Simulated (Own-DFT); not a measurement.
InAs (zincblende, strongly disordered by large displacements) (calculated)

Computed with Own-DFT development build. A calculation, not a measurement: plane-wave PBE density functional theory by an unreviewed code, no spin, of a simulated periodic cell, stress positive in tension, free energy of the whole cell less one offset for each atom, forces on such cells passed a denser k mesh, this cell's mesh not checked; broken bonds can close the gap or carry spin, so checks made on this kind of crystal may not hold here; offsets are fitted by least squares, one for each functional and potential file, so energies compare only between cells with the same atoms and settings and are not formation energies; the far tail of each file's local potential was reset to the Coulomb form; each entry is a single point on an unrelaxed cell, so the pressure reflects the starting lattice, mostly measured values (interpolated for alloys), from which strain is counted, and rises with the displacements; printed positions are rounded, which can move forces by about a meV/angstrom; the program, named Own-DFT, is a retired in-house code; no spin-orbit coupling.

Common to all runs: functional PBE; potential files PseudoDojo norm-conserving, scalar-relativistic, standard set; wave cutoff 42 hartree; occupations Fermi-Dirac; smearing width 0.1 eV; hardware one NVIDIA H200; k mesh 3 x 3 x 3 centred on Gamma.

(1) InAs (zincblende, strongly disordered by large displacements)

```
CELL_PARAMETERS angstrom
12.11660 0.00000 0.00000
0.00000 12.11660 0.00000
0.00000 0.00000 12.11660
ATOMIC_POSITIONS crystal
In 0.02751 0.01114 0.01330
In 0.95026 0.26441 0.25652
In 0.22023 0.01028 0.21824
In 0.23064 0.25273 0.97936
As 0.15815 0.16736 0.11329
As 0.11269 0.35829 0.37010
As 0.40521 0.09637 0.35572
As 0.38030 0.38716 0.08049
In 0.00371 0.98148 0.52157
In 0.97484 0.25071 0.79825
In 0.21863 0.97843 0.73789
In 0.24650 0.24601 0.49242
As 0.17687 0.15710 0.62740
As 0.15254 0.36964 0.87351
As 0.41182 0.13233 0.81971
As 0.36410 0.36472 0.60583
In 0.02619 0.43629 0.97538
In 0.05828 0.67628 0.26672
In 0.26311 0.50701 0.19719
In 0.26810 0.69243 0.00635
As 0.13037 0.64795 0.10870
As 0.14866 0.86150 0.38375
As 0.37607 0.62659 0.32276
As 0.39432 0.87501 0.16039
In 0.98932 0.47929 0.47683
In 0.01082 0.74560 0.78155
In 0.25601 0.50937 0.73809
In 0.28736 0.73071 0.54999
As 0.16453 0.65943 0.65315
As 0.13060 0.86661 0.87540
As 0.32124 0.61235 0.86196
As 0.35595 0.91521 0.60793
In 0.49194 0.00067 0.99063
In 0.52703 0.22231 0.22940
In 0.77328 0.02889 0.23630
In 0.83192 0.20353 0.04246
As 0.64261 0.13392 0.11498
As 0.65384 0.36782 0.37401
As 0.86698 0.14369 0.34748
As 0.86282 0.34935 0.12959
In 0.49445 0.03011 0.51898
In 0.48908 0.27268 0.74688
In 0.76004 0.99629 0.78525
In 0.74519 0.25203 0.46378
As 0.67720 0.18104 0.60791
As 0.63583 0.35219 0.81317
As 0.90293 0.09664 0.92412
As 0.86315 0.40558 0.66633
In 0.51499 0.48082 0.95761
In 0.53493 0.77446 0.21717
In 0.78055 0.46171 0.23456
In 0.71708 0.79729 0.97255
As 0.62938 0.63657 0.13866
As 0.65570 0.91753 0.37434
As 0.85197 0.64493 0.42541
As 0.87468 0.92315 0.10236
In 0.53654 0.53872 0.49039
In 0.52538 0.70504 0.75443
In 0.74802 0.48117 0.77395
In 0.71417 0.72894 0.49204
As 0.64829 0.61953 0.61065
As 0.63488 0.87924 0.82878
As 0.87336 0.65626 0.88479
As 0.87127 0.88602 0.62793
```

- free energy of cell above offsets: 43.263 eV
- pressure: 17.85 GPa
- stress xx: -16.96 GPa
- stress yy: -17.02 GPa
- stress zz: -19.57 GPa
- stress yz: 2.17 GPa
- stress xz: 5.09 GPa
- stress xy: -0.45 GPa
- wall time: 1204 s

Force:
| element | x (eV/Å) | y (eV/Å) | z (eV/Å) |
| --- | --- | --- | --- |
| In | 8.215 | -3.773 | 3.063 |
| In | 9.925 | 2.149 | 1.72 |
| In | 1.225 | -2.009 | 2.286 |
| In | 8.514 | -1.581 | -1.92 |
| As | -4.737 | -3.184 | 5.825 |
| As | 0.909 | 0.446 | -1.789 |
| As | -2.201 | 1.568 | -1.809 |
| As | 0.416 | -2.294 | 0.917 |
| In | 2.241 | 1.64 | -1.875 |
| In | 0.302 | 0.765 | -2.338 |
| In | 0.373 | 1.906 | 0.042 |
| In | 2.859 | 1.988 | -7.011 |
| As | -5.135 | -4.34 | 6.364 |
| As | 1.521 | 1.878 | -9.473 |
| As | -4.592 | -6.949 | 4.325 |
| As | 1.364 | 2.816 | 0.268 |
| In | -6.593 | 4.909 | 5.167 |
| In | -3.772 | 2.473 | 7.958 |
| In | -0.534 | -1.095 | 1.292 |
| In | 3.215 | 7.139 | 2.849 |
| As | -3.616 | -3.556 | -3.377 |
| As | -0.399 | 0.267 | -0.323 |
| As | 1.312 | 0.984 | 2.597 |
| As | -4.863 | 3.093 | -3.539 |
| In | -1.108 | 1.148 | 1.895 |
| In | -0.707 | 0.183 | -3.254 |
| In | -1.852 | -7.528 | -5.864 |
| In | 5.095 | 2.528 | -6.296 |
| As | -7.497 | -2.081 | 2.245 |
| As | 1.318 | 1.043 | 3.493 |
| As | 8.008 | 1.564 | -0.507 |
| As | 1.242 | -1.512 | 0.055 |
| In | 0.1 | 0.282 | -0.215 |
| In | -3.254 | 3.232 | 2.985 |
| In | -2.634 | -2.939 | -0.852 |
| In | -6.189 | -2.377 | 0.045 |
| As | 1.265 | -2.13 | -4.077 |
| As | -6.172 | 6.69 | -4.881 |
| As | 0.205 | -5.397 | 7.751 |
| As | 2.786 | 7.34 | -7.289 |
| In | 3.192 | 0.468 | 0.787 |
| In | -1.351 | 2.766 | -5.45 |
| In | 5.407 | 5.505 | -3.372 |
| In | 6.855 | -1.871 | -0.404 |
| As | -4.03 | -4.819 | 8.098 |
| As | -0.098 | -2.608 | 5.578 |
| As | -2.923 | -0.986 | -10.41 |
| As | 6.955 | -4.548 | -6.199 |
| In | 0.727 | 1.305 | -0.203 |
| In | 2.02 | 0.607 | 4.694 |
| In | -4.863 | 7.598 | 5.205 |
| In | 2.999 | -3.003 | 5.019 |
| As | 3.097 | -3.954 | -3.446 |
| As | -1.336 | -1.619 | 0.834 |
| As | 8.085 | -4.948 | -4.887 |
| As | -0.954 | -3.331 | 0.089 |
| In | -4.954 | -3.79 | -4.619 |
| In | -1.777 | 0.449 | 0.746 |
| In | 0.283 | 10.23 | 3.266 |
| In | -2.587 | 11.09 | -2.943 |
| As | 0.299 | -3.264 | 8.753 |
| As | -8.153 | -2.044 | -0.917 |
| As | -2.05 | -2.806 | 1.657 |
| As | -1.396 | -1.709 | 1.671 |

(2) InAs (zincblende, strongly disordered by large displacements)

```
CELL_PARAMETERS angstrom
12.11660 0.00000 0.00000
0.00000 12.11660 0.00000
0.00000 0.00000 12.11660
ATOMIC_POSITIONS crystal
In 0.99038 0.01169 0.02254
In 0.99437 0.23531 0.22487
In 0.27490 0.99190 0.23425
In 0.24997 0.23714 0.99398
As 0.14171 0.12201 0.10735
As 0.12044 0.40569 0.37032
As 0.35653 0.12525 0.39145
As 0.40298 0.37666 0.11684
In 0.98527 0.99670 0.47586
In 0.03064 0.24383 0.76648
In 0.28339 0.02320 0.73223
In 0.22756 0.26491 0.49280
As 0.11579 0.12989 0.59930
As 0.13058 0.40262 0.87739
As 0.37270 0.13458 0.88596
As 0.34805 0.38617 0.61762
In 0.02305 0.49987 0.98722
In 0.98902 0.74977 0.23838
In 0.25699 0.48012 0.25076
In 0.24875 0.77033 0.99508
As 0.12026 0.64790 0.11451
As 0.15655 0.88576 0.34779
As 0.38428 0.63214 0.37986
As 0.34181 0.88730 0.12475
In 0.01619 0.47216 0.50548
In 0.01270 0.76559 0.76955
In 0.27048 0.53001 0.74992
In 0.25516 0.75614 0.51609
As 0.10635 0.62200 0.62201
As 0.12602 0.86526 0.88216
As 0.38386 0.63995 0.87312
As 0.35511 0.88668 0.62975
In 0.50288 0.01803 0.01056
In 0.48283 0.24884 0.26184
In 0.75110 0.99691 0.24178
In 0.76177 0.26816 0.99646
As 0.62469 0.12692 0.12461
As 0.58225 0.38126 0.39467
As 0.90302 0.13767 0.37492
As 0.86488 0.38557 0.11683
In 0.50621 0.99074 0.50992
In 0.48075 0.23389 0.76586
In 0.72839 0.00508 0.75803
In 0.71480 0.25462 0.50333
As 0.63532 0.11932 0.61854
As 0.59807 0.41264 0.88628
As 0.89010 0.15183 0.88553
As 0.86860 0.39745 0.63881
In 0.49454 0.52847 0.00064
In 0.48451 0.77734 0.24391
In 0.73355 0.49554 0.26260
In 0.73589 0.73984 0.01959
As 0.61450 0.65722 0.13343
As 0.62153 0.82401 0.36926
As 0.86570 0.61573 0.35683
As 0.85371 0.86613 0.10571
In 0.52313 0.52082 0.51080
In 0.51240 0.71236 0.77948
In 0.74177 0.48694 0.76307
In 0.76220 0.74111 0.50245
As 0.62004 0.62769 0.60284
As 0.63085 0.86512 0.87411
As 0.89180 0.64577 0.88189
As 0.88342 0.86013 0.64310
```

* free energy of cell above offsets: -1.315 eV
* pressure: 8.78 GPa
* stress xx: -8.32 GPa
* stress yy: -8.37 GPa
* stress zz: -9.65 GPa
* stress yz: -2.16 GPa
* stress xz: 1.89 GPa
* stress xy: -1.33 GPa
* wall time: 1160 s

Force:
| element | x (eV/Å) | y (eV/Å) | z (eV/Å) |
| --- | --- | --- | --- |
| In | -0.418 | -1.262 | -1.456 |
| In | 0.922 | 1.745 | -0.727 |
| In | -4.478 | 10.08 | 7.799 |
| In | -0.519 | 4.621 | 0.186 |
| As | -0.953 | -0.789 | 2.591 |
| As | 0.74 | -3.964 | -3.282 |
| As | 1.032 | -0.441 | -0.714 |
| As | -2.002 | -0.342 | -0.184 |
| In | 2.007 | -3.245 | 1.89 |
| In | -0.085 | 1.067 | -1.508 |
| In | -3.66 | 2.367 | 1.924 |
| In | 0.212 | 0.458 | -0.495 |
| As | -0.048 | -0.791 | 1.856 |
| As | 4.163 | -3.83 | -3.229 |
| As | 0.073 | -3.252 | 0.477 |
| As | 2.184 | -0.356 | 0.533 |
| In | -3.998 | 3.365 | 3.666 |
| In | 0.134 | 0.962 | 0.636 |
| In | 1.741 | 2.5 | -1.578 |
| In | 0.594 | -2.639 | 0.199 |
| As | 1.224 | -2.049 | 0.292 |
| As | -3.568 | -2.084 | 2.596 |
| As | -0.721 | -0.243 | -0.429 |
| As | 7.946 | -6.582 | -8.033 |
| In | -3.748 | 2.557 | 2.845 |
| In | -0.737 | -2.311 | -2.435 |
| In | -2.182 | -1.093 | -1.202 |
| In | -1.424 | -1.337 | -1.793 |
| As | 1.259 | 1.273 | 0.873 |
| As | 0.627 | 5.222 | 0.019 |
| As | -6.377 | -1.625 | 4.788 |
| As | 3.714 | -2.799 | -0.919 |
| In | -0.757 | -2.407 | -0.94 |
| In | 0.239 | -1.089 | -0.023 |
| In | -0.04 | -0.339 | 1.218 |
| In | -2.584 | -0.42 | -0.678 |
| As | 0.987 | 1.826 | 1.113 |
| As | 2.135 | -1.981 | -2.624 |
| As | -3.893 | 1.391 | -0.62 |
| As | 1.533 | 1.332 | 1.614 |
| In | -0.388 | -0.955 | -1.173 |
| In | 2.408 | 3.558 | -3.271 |
| In | 2.634 | -0.404 | 0.289 |
| In | 2.895 | 2.149 | -1.128 |
| As | -2.158 | -0.483 | 1.626 |
| As | 1.559 | -4.054 | -1.55 |
| As | -1.023 | -2.085 | -0.559 |
| As | 0.831 | -2.73 | -1.224 |
| In | -0.219 | 1.132 | 2.891 |
| In | -2.83 | -0.999 | -1.172 |
| In | -1.182 | -0.722 | -0.858 |
| In | 1.933 | -0.031 | -4.614 |
| As | -2.428 | -3.639 | 2.17 |
| As | 1.951 | 3.809 | 1.928 |
| As | 1.653 | 0.515 | 1.66 |
| As | 2.555 | 2.388 | 1.938 |
| In | -7.641 | -4.008 | -3.147 |
| In | 6.057 | 4.411 | -5.794 |
| In | 0.243 | 2.683 | 0.222 |
| In | 1.366 | 0.087 | 0.157 |
| As | 5.169 | 5.439 | 7.382 |
| As | -1.105 | 0.336 | 0.977 |
| As | -2.199 | -1.89 | 0.741 |
| As | -1.349 | 1.995 | -1.734 |

(3) InAs (zincblende, strongly disordered by large displacements)

```
CELL_PARAMETERS angstrom
12.11660 0.00000 0.00000
0.00000 12.11660 0.00000
0.00000 0.00000 12.11660
ATOMIC_POSITIONS crystal
In 0.99334 0.01147 0.97878
In 0.00932 0.32540 0.29831
In 0.28819 0.04297 0.20089
In 0.25381 0.25053 0.98691
As 0.11555 0.04980 0.12493
As 0.15008 0.39973 0.37815
As 0.39252 0.14521 0.37515
As 0.39335 0.35776 0.09962
In 0.01658 0.99125 0.47063
In 0.99346 0.21917 0.75705
In 0.26096 0.99287 0.75474
In 0.19431 0.29304 0.51020
As 0.14402 0.07960 0.61738
As 0.16051 0.36417 0.87715
As 0.38727 0.16436 0.90205
As 0.34596 0.35375 0.60852
In 0.97964 0.48193 0.03923
In 0.04510 0.71190 0.26134
In 0.28864 0.50914 0.27120
In 0.26110 0.77791 0.99694
As 0.13433 0.66108 0.05591
As 0.12392 0.83369 0.36463
As 0.35915 0.63810 0.37175
As 0.39238 0.90255 0.05620
In 0.01919 0.48226 0.49330
In 0.94439 0.72306 0.76855
In 0.26891 0.48164 0.79864
In 0.21992 0.73758 0.50300
As 0.12019 0.63599 0.60997
As 0.10236 0.89231 0.86165
As 0.39625 0.63562 0.88672
As 0.38711 0.85110 0.56618
In 0.51997 0.02095 0.99059
In 0.50001 0.28799 0.22400
In 0.73131 0.98352 0.20493
In 0.80151 0.24464 0.00154
As 0.60712 0.14647 0.17890
As 0.62659 0.39218 0.35107
As 0.90644 0.11129 0.39868
As 0.90622 0.33591 0.10996
In 0.54468 0.03609 0.52499
In 0.49771 0.21856 0.74678
In 0.72688 0.00788 0.80137
In 0.72897 0.27990 0.45789
As 0.67344 0.12167 0.62458
As 0.63068 0.32829 0.90804
As 0.87527 0.12323 0.86613
As 0.84156 0.38141 0.67211
In 0.52776 0.46076 0.01710
In 0.53180 0.76956 0.23697
In 0.73510 0.49719 0.25667
In 0.81336 0.78941 0.03524
As 0.63302 0.59831 0.12949
As 0.64665 0.85861 0.33990
As 0.89695 0.64652 0.41744
As 0.91082 0.96509 0.12962
In 0.49617 0.49686 0.47871
In 0.47382 0.75275 0.77337
In 0.78004 0.51661 0.77445
In 0.70535 0.76791 0.54155
As 0.59711 0.58009 0.63055
As 0.60279 0.88366 0.88540
As 0.87927 0.62174 0.89972
As 0.89698 0.85832 0.64257
```

Questions
1. What stress xx does the calculation give for InAs (zincblende, strongly disordered by large displacements) (entry 3)?
2. Estimate the stress zz of InAs (zincblende, strongly disordered by large displacements) (entry 3).

Answers
1. -15.16 GPa
2. -14.61 GPa

Further results for InAs (zincblende, strongly disordered by large displacements) (entry 3):

- free energy of cell above offsets: 32.262 eV
- pressure: 14.82 GPa
- stress yy: -14.69 GPa
- stress yz: 2.39 GPa
- stress xz: -1.01 GPa
- stress xy: -3.65 GPa
- wall time: 1209 s

Force:
| element | x (eV/Å) | y (eV/Å) | z (eV/Å) |
| --- | --- | --- | --- |
| In | 2.326 | 0.972 | -6.453 |
| In | -6.319 | -4.806 | -3.164 |
| In | 3.516 | -0.503 | 2.066 |
| In | -3.18 | -1.146 | 5.801 |
| As | -1.138 | 2.069 | 1.068 |
| As | 4.628 | 5.298 | -4.902 |
| As | -0.18 | 0.18 | -0.058 |
| As | -7.308 | 2.342 | -1.32 |
| In | 3.761 | -4.987 | 2.881 |
| In | 3.366 | 2.86 | -3.664 |
| In | 1.965 | -0.646 | 0.811 |
| In | 0.532 | -7.89 | 5.072 |
| As | -1.373 | 2.808 | -0.93 |
| As | -8.565 | -1.352 | 0.17 |
| As | 3.372 | -4.753 | -2.522 |
| As | 4.049 | 1.755 | 2.393 |
| In | 4.145 | 5.924 | -3.375 |
| In | -3.384 | -4.688 | -4.583 |
| In | -1.706 | -4.279 | -5.879 |
| In | 1.243 | 1.5 | -3.021 |
| As | -4.874 | -4.381 | 3.405 |
| As | 2.381 | 7.275 | 1.526 |
| As | 4.317 | 5.004 | 3.011 |
| As | -0.913 | -1.395 | 4.565 |
| In | -3.504 | 2.439 | 3.275 |
| In | 4.754 | 2.383 | -3.672 |
| In | 4.047 | 4.906 | -4.454 |
| In | 4.226 | 2.463 | -1.714 |
| As | -3.745 | -4.668 | 5.926 |
| As | 1.089 | -2.466 | -1.311 |
| As | -2.583 | -4.579 | 4.278 |
| As | 1.355 | 1.232 | 2.08 |
| In | 1.81 | 5.607 | 1.019 |
| In | -0.076 | -0.273 | 6.236 |
| In | -0.871 | 1.077 | 0.857 |
| In | -6.185 | -2.734 | -2.357 |
| As | 3.525 | -4.353 | -2.925 |
| As | -5.775 | -1.566 | 1.523 |
| As | -5.152 | 5.981 | -3.828 |
| As | 1.522 | -0.961 | 7.974 |
| In | -4.737 | -3.252 | -3.88 |
| In | 1.114 | 1.274 | -2.161 |
| In | 0.957 | -0.628 | -2.49 |
| In | 3.88 | -3.633 | 3.859 |
| As | 2.715 | 3.049 | 2.28 |
| As | 0.907 | -0.269 | -2.202 |
| As | -1.595 | -1.224 | 0.446 |
| As | 3.043 | -5.273 | -4.797 |
| In | 1.5 | 3.466 | -1.954 |
| In | -5.403 | -3.867 | -4.174 |
| In | 7.049 | 3.607 | -1.302 |
| In | -1.02 | -0.647 | 0.055 |
| As | -0.74 | 3.203 | -1.984 |
| As | 3.656 | 2.96 | 5.664 |
| As | -0.875 | -0.897 | -1.338 |
| As | -1.034 | -2.956 | 6.257 |
| In | -2.126 | -0.317 | 0.027 |
| In | 2.122 | 3.493 | -5.881 |
| In | -4.885 | 1.871 | 0.951 |
| In | 0.549 | -0.674 | 0.118 |
| As | 1.556 | 2.073 | 2.087 |
| As | 1.491 | -3.662 | -0.397 |
| As | -1.121 | -2.12 | 7.102 |
| As | -2.1 | 2.778 | -2.092 |
